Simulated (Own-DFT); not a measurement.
Simulation results for Si$_{47}$N$_{64}$ (beta silicon nitride with one vacancy, atoms displaced)

A calculation, not a measurement: plane-wave PBE density functional theory by an unreviewed code, no spin, of a simulated periodic cell, stress positive in tension, free energy of the whole cell less one offset for each atom, defect cell not probed for a lower state with spin; forces on such cells moved up to 12 meV/angstrom on a denser k mesh; offsets are fitted by least squares, one for each functional and potential file, so energies compare only between cells with the same atoms and settings and are not formation energies; the far tail of each file's local potential was reset to the Coulomb form; each entry is a single point on an unrelaxed cell, so the pressure reflects the starting lattice, mostly measured values (interpolated for alloys), from which strain is counted, and rises with the displacements; printed positions are rounded, which can move forces by about a meV/angstrom; the program, named Own-DFT, is a retired in-house code; no spin-orbit coupling; before rounding, a Quantum ESPRESSO 7.3.1 run of the same cell and cutoff gave forces within 1 meV/angstrom rms on each cell, which checks the program and not the settings. Program: Own-DFT development build.

Common to all runs: functional PBE; potential files PseudoDojo norm-conserving, scalar-relativistic, standard set; wave cutoff 42 hartree; occupations Fermi-Dirac; smearing width 0.1 eV; k mesh 2 x 2 x 4 centred on Gamma.

(1) Si$_{47}$N$_{64}$ (beta silicon nitride with one vacancy, atoms displaced)

```xyz
111
Lattice="15.2120 0.0000 0.0000 -7.6060 13.1740 0.0000 0.0000 0.0000 5.8180" Properties=species:S:1:pos:R:3 Si47N64
Si    -1.5693     5.0662     0.7500
Si     0.1976     2.6904     0.7084
Si     1.3908     5.4164     0.7393
Si     5.4554     1.5066     2.1657
Si     3.5896     3.9422     2.2137
Si     2.3889     1.1212     2.2298
N      2.4330     0.1549     0.7474
N      6.2220     1.9670     0.7035
N      2.7767     4.4254     0.7608
N      1.4089     6.3518     2.2313
N     -2.4072     4.6282     2.1997
N      1.0409     2.1942     2.1485
N     -0.0002     4.4105     0.7162
N      3.7631     2.2109     2.1949
Si    -1.6180     5.0356     3.6238
Si     1.3750     5.4587     3.6424
Si     5.4519     1.5796     5.0673
Si     3.5636     3.9043     5.1092
Si     2.3717     1.1559     5.1030
N      2.4274     0.2283     3.5969
N      6.2291     1.9112     3.6605
N      2.8251     4.4091     3.6652
N      1.3480     6.4006     5.1081
N     -2.4014     4.6650     5.1043
N      1.0236     2.1787     5.1167
N      0.0177     4.4357     3.7095
N      3.7749     2.2209     5.0892
Si    -5.3979    11.6642     0.7362
Si    -3.5176     9.2482     0.7525
Si    -2.4075    12.0635     0.6611
Si     1.6241     8.1100     2.2273
Si    -0.1868    10.5230     2.2129
Si    -1.3874     7.6845     2.1837
N     -1.3656     6.8116     0.7236
N      2.4568     8.6053     0.7328
N     -0.9674    10.9573     0.7487
N     -2.4037    12.9764     2.1467
N     -6.2248    11.1271     2.1704
N     -2.7507     8.7854     2.1466
N     -3.8220    10.9981     0.7499
N     -0.0022     8.8333     2.2086
Si    -5.3643    11.7064     3.6455
Si    -3.5892     9.2896     3.5922
Si    -2.4428    12.0398     3.6911
Si     1.5990     8.0809     5.0625
Si    -0.2505    10.4751     5.1302
Si    -1.4086     7.7198     5.1252
N     -1.4156     6.7635     3.5727
N      2.4253     8.6001     3.6553
N     -1.0369    11.0467     3.6528
N     -2.4350    12.9689     5.0593
N     -6.2056    11.2167     5.0342
N     -2.8159     8.7835     5.1037
N     -3.7697    11.0225     3.5934
N      0.0085     8.8105     5.0965
Si     6.0132     5.1419     0.7400
Si     7.8266     2.6652     0.7315
Si     8.9821     5.4832     0.7453
Si    13.0359     1.5192     2.2121
Si    11.2305     3.8753     2.2074
Si     9.9997     1.1739     2.1238
N     10.0146     0.2112     0.7432
N     13.8624     1.9337     0.7074
N     10.3675     4.3691     0.6927
N      8.9770     6.3564     2.1396
N      5.1554     4.6027     2.1618
N      8.6914     2.1728     2.2135
N      7.6241     4.4011     0.7557
N     11.4005     2.2835     2.1793
Si     5.9866     5.0631     3.6105
Si     7.7824     2.6607     3.6572
Si     9.0133     5.4255     3.6487
Si    12.9927     1.5113     5.0761
Si    11.2053     3.9159     5.0415
Si     9.9828     1.1155     5.0975
N      9.9817     0.2279     3.5824
N     13.8217     1.9636     3.6040
N     10.3645     4.3475     3.6283
N      8.9701     6.4060     5.1194
N      5.2045     4.5878     5.0853
N      8.5728     2.1882     5.0917
N      7.5781     4.4190     3.6237
N     11.3996     2.2336     5.0749
Si     2.1757    11.6555     0.7339
Si     4.0399     9.2330     0.7272
Si     5.1933    12.0269     0.7192
Si     9.1743     8.0682     2.2293
Si     7.3900    10.5599     2.1884
Si     6.2277     7.7177     2.1829
N      6.2065     6.8528     0.7495
N     10.0066     8.6116     0.6874
N      6.5671    10.9974     0.7337
N      5.2329    13.0062     2.1983
N      1.3548    11.1712     2.1483
N      4.8247     8.7854     2.1784
N      3.7946    10.9340     0.7233
N      7.6256     8.7697     2.2299
Si     2.2012    11.6107     3.6675
Si     4.0174     9.2373     3.5796
Si     5.1826    12.0443     3.6527
Si     9.2043     8.1307     5.0678
Si     7.3988    10.5525     5.1014
Si     6.2378     7.6613     5.0233
N      6.1522     6.7686     3.6203
N     10.0034     8.6066     3.6382
N      6.5538    10.9851     3.6522
N      5.1701    12.9667     5.0973
N      1.3706    11.2255     5.0458
N      4.8465     8.8286     5.0953
N      3.8081    10.9496     3.6396
N      7.5419     8.8126     5.0974
```

```
free energy of cell above offsets : -5.151 eV
pressure                          : 6.02 GPa
stress xx                         : -3.97 GPa
stress yy                         : -6.9 GPa
stress zz                         : -7.19 GPa
stress yz                         : 0.09 GPa
stress xz                         : 0.29 GPa
stress xy                         : -0.05 GPa
```

Force:
```csv
element,x (eV/Å),y (eV/Å),z (eV/Å)
Si,-0.468,0.161,-0.53
Si,0.203,-0.928,0.268
Si,-0.279,0.628,0.203
Si,-2.938,-0.114,0.031
Si,-0.922,-1.285,-0.227
Si,-0.05,2.514,-2.687
N,-0.127,1.274,-0.285
N,1.372,0.461,0.782
N,0.402,0.185,-0.526
N,0.326,1.856,-1.786
N,-1.062,-0.313,-1.071
N,-0.043,-0.08,-1.031
N,0.159,0.136,0.257
N,1.815,-0.454,-0.039
Si,2.295,-0.396,1.122
Si,0.581,-2.355,1.256
Si,-3.641,-1.49,1.375
Si,0.406,0.463,0.283
Si,0.287,0.459,0.138
N,-0.19,-1.338,2.739
N,1.474,1.008,-2.144
N,-1.203,1.57,-0.077
N,0.643,-0.413,0.19
N,-1.462,-0.519,0.008
N,0.171,0.066,0.813
N,-0.89,0.263,-0.315
N,1.351,-1.438,0.121
Si,-0.148,-1.413,-0.398
Si,-3.401,1.711,-1.283
Si,-0.368,-1.745,2.321
Si,-1.207,0.294,-1.714
Si,-1.496,-0.354,0.344
Si,1.22,2.555,-0.245
N,-0.388,-1.265,0.369
N,-1.559,-1.532,0.061
N,-2.282,1.771,-0.035
N,0.515,-0.047,0.646
N,0.945,1.395,0.617
N,0.382,-0.851,1.827
N,1.708,-0.755,-0.403
N,0.209,-2.335,0.108
Si,-0.448,-1.163,-1.49
Si,-0.094,0.162,0.865
Si,1.05,0.049,-3.329
Si,-0.146,1.49,1.894
Si,1.052,0.954,-1.627
Si,0.75,1.084,-2.297
N,-0.443,0.555,2.485
N,0.084,-0.575,-0.296
N,0.62,-0.561,0.375
N,0.507,2.44,0.963
N,-0.617,0.03,1.522
N,1.264,-0.86,-1.429
N,-1.307,-1.247,0.347
N,-0.436,-1.885,-0.115
Si,0.298,-1.931,-0.593
Si,0.103,1.175,0.872
Si,0.657,-2.846,-1.584
Si,-0.141,1.128,-1.186
Si,-1.074,3.248,-1.954
Si,2.563,-0.052,2.049
N,-0.3,-0.685,-1.098
N,-1.117,0.046,0.353
N,0.141,0.839,0.802
N,0.52,1.2,2.995
N,1.093,0.718,0.008
N,-3.45,1.563,-0.643
N,-0.911,0.182,-0.097
N,0.759,-4.939,-0.414
Si,-0.127,-0.807,0.473
Si,1.007,1.076,-0.907
Si,-0.965,-0.146,-0.081
Si,1.246,0.936,-0.83
Si,0.387,0.513,2.048
Si,0.884,1.395,-1.46
N,0.003,-1.081,1.005
N,-0.412,0.274,1.854
N,-0.26,1.186,-0.328
N,0.255,-0.027,-1.554
N,-0.331,0.345,0.6
N,1.136,-1.046,0.247
N,0.663,-0.989,0.072
N,-0.482,-1.837,0.263
Si,1.156,-0.901,-0.719
Si,-0.091,0.746,-0.783
Si,-1.131,-0.127,0.872
Si,0.814,1.521,-2.3
Si,-0.207,-1.786,0.483
Si,0.253,2.338,0.469
N,-0.257,-1.74,-1.378
N,0.739,-0.546,1.777
N,0.559,0.242,0.06
N,-0.478,-1.763,-0.682
N,1.427,0.983,1.322
N,1.168,-1.251,-0.288
N,-0.018,1.883,0.21
N,-1.482,0.467,-0.131
Si,1.008,1.244,-2.407
Si,0.546,0.982,2.5
Si,-0.512,-0.518,-0.63
Si,-1.282,0.767,1.278
Si,-0.097,-1.044,-0.509
Si,-0.695,3.675,2.152
N,0.048,-0.484,-0.872
N,1.158,-0.338,-0.599
N,0.281,0.558,-0.334
N,-0.002,-0.029,0.253
N,-1.225,-0.44,2.173
N,0.621,-1.77,-1.29
N,-0.22,0.91,-0.256
N,1.6,-0.837,-0.238
```

(2) Si$_{47}$N$_{64}$ (beta silicon nitride with one vacancy, atoms displaced)

```xyz
111
Lattice="15.2120 0.0000 0.0000 -7.6060 13.1740 0.0000 0.0000 0.0000 5.8180" Properties=species:S:1:pos:R:3 Si47N64
Si    -1.6058     5.0378     0.7674
Si     0.1663     2.6849     0.7471
Si     1.3585     5.4229     0.7242
Si     5.4126     1.5411     2.1129
Si     3.6370     3.9256     2.1073
Si     2.4310     1.0824     2.2413
N      2.4350     0.2038     0.7009
N      6.2437     2.0049     0.7561
N      2.7900     4.3666     0.7242
N      1.4006     6.3744     2.1867
N     -2.4536     4.5259     2.2524
N      1.0116     2.1982     2.1717
N      0.0273     4.4049     0.7065
N      3.7830     2.1467     2.1874
Si    -1.5915     5.0616     3.6511
Si     0.2019     2.6895     3.6488
Si     1.3910     5.4338     3.5886
Si     5.3899     1.4757     5.1155
Si     3.6078     3.9082     5.0702
Si     2.4037     1.1888     5.1002
N      2.3899     0.1844     3.6699
N      6.2267     1.9860     3.6265
N      2.7500     4.3714     3.6337
N      1.4168     6.3637     5.0727
N     -2.4549     4.6014     5.0715
N      1.0547     2.2782     5.1127
N     -0.0049     4.4355     3.6463
N      3.8358     2.2373     5.0666
Si    -5.4411    11.6894     0.6960
Si    -3.5948     9.2529     0.7825
Si    -2.4146    12.0689     0.7143
Si     1.5909     8.0617     2.1894
Si    -0.2811    10.5295     2.2079
Si    -1.4360     7.7440     2.1828
N     -1.3965     6.7517     0.6643
N      2.3669     8.6051     0.7442
N     -0.9945    10.9685     0.7097
N     -2.4298    12.9525     2.1682
N     -6.2640    11.1791     2.1678
N     -2.8017     8.7842     2.1634
N     -3.7649    10.9939     0.6529
N      0.0092     8.7998     2.1451
Si    -5.4316    11.6593     3.6598
Si    -3.5708     9.2342     3.5934
Si    -2.4155    12.0944     3.6651
Si     1.5848     8.1172     5.1043
Si    -0.2868    10.5371     5.0814
Si    -1.4153     7.7591     5.1157
N     -1.3939     6.8483     3.6266
N      2.4132     8.5677     3.6334
N     -1.0137    11.0261     3.7190
N     -2.4354    12.9433     5.1122
N     -6.2223    11.2084     5.1089
N     -2.7981     8.8077     5.0959
N     -3.8169    10.9823     3.6194
N      0.0384     8.8426     5.1003
Si     6.0005     5.0822     0.7093
Si     7.8054     2.6127     0.7306
Si     9.0249     5.4264     0.7091
Si    12.9862     1.5235     2.1748
Si    11.2425     3.9416     2.1930
Si    10.0324     1.1146     2.1767
N     10.0305     0.1739     0.7371
N     13.7783     2.0054     0.6846
N     10.3533     4.4172     0.7290
N      8.9646     6.3688     2.1532
N      5.2563     4.5747     2.2087
N      8.6513     2.1399     2.1628
N      7.5848     4.3578     0.7469
N     11.4060     2.1870     2.1617
Si     5.9965     5.0583     3.6313
Si     7.8572     2.6428     3.6572
Si     8.9652     5.4446     3.6420
Si    13.0251     1.5173     5.0977
Si    11.1874     3.8708     5.0703
Si     9.9950     1.1447     5.0624
N     10.0101     0.2146     3.6018
N     13.8103     1.9904     3.6343
N     10.3632     4.3584     3.6554
N      8.9886     6.3735     5.0990
N      5.1945     4.6332     5.0422
N      8.5729     2.1504     5.0633
N      7.5866     4.3692     3.6754
N     11.4423     2.1892     5.1013
Si     2.1664    11.6695     0.6756
Si     5.2453    12.0360     0.7327
Si     9.2146     8.1438     2.2301
Si     7.3663    10.5277     2.1469
Si     6.2282     7.7271     2.1623
N      6.2191     6.8229     0.6899
N     10.0450     8.5200     0.7463
N      6.5788    10.9530     0.7365
N      5.1829    12.9960     2.2069
N      1.3895    11.2448     2.1960
N      4.8666     8.7821     2.1378
N      3.7972    10.9503     0.7552
N      7.6171     8.7757     2.1577
Si     2.1819    11.6358     3.5819
Si     4.0143     9.2746     3.6404
Si     5.1993    12.0241     3.6562
Si     9.2673     8.1186     5.0518
Si     7.3938    10.5051     5.0152
Si     6.1962     7.7283     5.0940
N      6.2092     6.7598     3.6227
N     10.0188     8.5564     3.5723
N      6.5610    11.0045     3.6695
N      5.2417    12.9650     5.0472
N      1.4186    11.2084     5.0649
N      4.8479     8.7551     5.1007
N      3.7597    10.9615     3.6639
N      7.5786     8.7863     5.0888
```

```
free energy of cell above offsets : -4.742 eV
pressure                          : 5.8 GPa
stress xx                         : -4.88 GPa
stress yy                         : -5.2 GPa
stress zz                         : -7.31 GPa
stress yz                         : 0.74 GPa
stress xz                         : -1.58 GPa
stress xy                         : 0.43 GPa
```

Force:
```csv
element,x (eV/Å),y (eV/Å),z (eV/Å)
Si,-0.041,-0.449,-1.194
Si,0.943,-0.026,-0.313
Si,1.674,0.956,-0.63
Si,-1.159,-0.374,3.332
Si,-0.556,-1.061,2.673
Si,-0.551,2.018,-2.068
N,-0.534,0.457,0.896
N,-1.053,-1.18,-2.051
N,-0.522,0.946,-0.82
N,-0.135,-0.745,-0.908
N,3.254,2.196,-1.439
N,0.291,-1.004,0.725
N,-2.156,-0.847,0.551
N,0.757,0.871,-0.331
Si,0.079,0.871,0.654
Si,0.111,0.507,-0.4
Si,0.372,-0.098,1.763
Si,0.517,2.035,-1.36
Si,-0.307,1.177,-0.42
Si,0.77,0.71,0.233
N,-0.235,0.304,0.533
N,-0.178,-0.944,0.191
N,0.974,-0.086,-1.188
N,-0.125,0.173,0.113
N,0.627,0.367,1.188
N,-0.457,-0.951,-0.227
N,-0.331,-1.063,-0.316
N,-0.523,-2.219,0.317
Si,1.992,-1.184,1.421
Si,-1.184,1.767,-2.913
Si,-0.282,-2.887,1.112
Si,1.149,2.039,-0.644
Si,2.761,-0.758,-0.143
Si,2.375,0.077,-1.117
N,-0.634,0.596,2.38
N,-0.54,-0.457,-0.013
N,-2.099,1.908,1.417
N,0.701,1.309,0.38
N,1.135,1.095,0.424
N,1.238,-0.893,0.702
N,-1.471,-0.218,0.783
N,-1.816,-0.199,0.641
Si,0.962,-1.122,-1.114
Si,-1.01,1.905,1.899
Si,-1.106,-2.509,-1.363
Si,1.63,0.034,0.321
Si,4.425,-1.562,1.59
Si,1.54,0.931,-1.167
N,-0.743,-1.571,0.264
N,-0.22,-0.353,0.068
N,-2.104,1.389,-3.412
N,0.498,2.126,-0.272
N,-1.207,-0.457,-1.114
N,0.206,-0.782,-0.063
N,0.405,0.057,-0.179
N,-2.468,-1.043,-0.343
Si,1.095,0.23,-0.102
Si,1.292,2.212,0.292
Si,-2.413,-0.05,0.636
Si,-0.346,0.397,0.204
Si,-4.026,-2.118,-0.229
Si,0.659,1.014,-0.618
N,-0.435,1.488,-1.275
N,1.589,0.29,1.779
N,2.394,-1.204,-0.017
N,0.666,0.857,1.081
N,-2.039,-0.417,-2.047
N,-0.66,0.133,0.366
N,0.843,0.181,-0.286
N,-0.208,0.558,0.061
Si,1.726,0.328,0.201
Si,-1.728,1.215,-2.283
Si,-0.344,-0.846,-0.591
Si,-1.298,-0.422,-1.489
Si,-0.269,0.594,0.956
Si,1.276,-0.136,0.638
N,-0.102,-0.825,1.135
N,1.027,0.21,-0.12
N,-0.273,0.667,-0.825
N,0.63,1.091,-0.762
N,-1.299,-0.499,1.806
N,1.595,-1.153,1.826
N,0.89,-0.107,-0.189
N,-1.518,-0.877,-0.125
Si,1.752,-1.953,1.388
Si,-1.936,-1.495,-0.106
Si,-2.562,-2.115,-3.613
Si,-0.322,-1.926,1.096
Si,-0.346,0.849,0.09
N,-0.211,-2.194,1.143
N,0.676,0.439,-0.432
N,0.282,1.182,-1.669
N,0.653,-0.783,-0.554
N,-2.783,-0.838,-1.939
N,-0.586,0.309,2.102
N,0.386,1.692,-0.115
N,0.087,0.806,0.362
Si,1.04,0.808,1.847
Si,0.271,-1.739,-0.311
Si,-1.652,-0.692,-0.983
Si,-2.626,-0.548,1.522
Si,-0.25,-1.241,3.027
Si,-0.005,1.036,-1.069
N,0.156,0.196,-0.095
N,2.507,0.894,2.753
N,0.454,0.235,-2.29
N,0.26,0.669,1.846
N,-2.548,-0.308,-0.633
N,-0.756,0.541,-1.74
N,1.608,1.664,-0.265
N,2.088,-0.072,-0.437
```
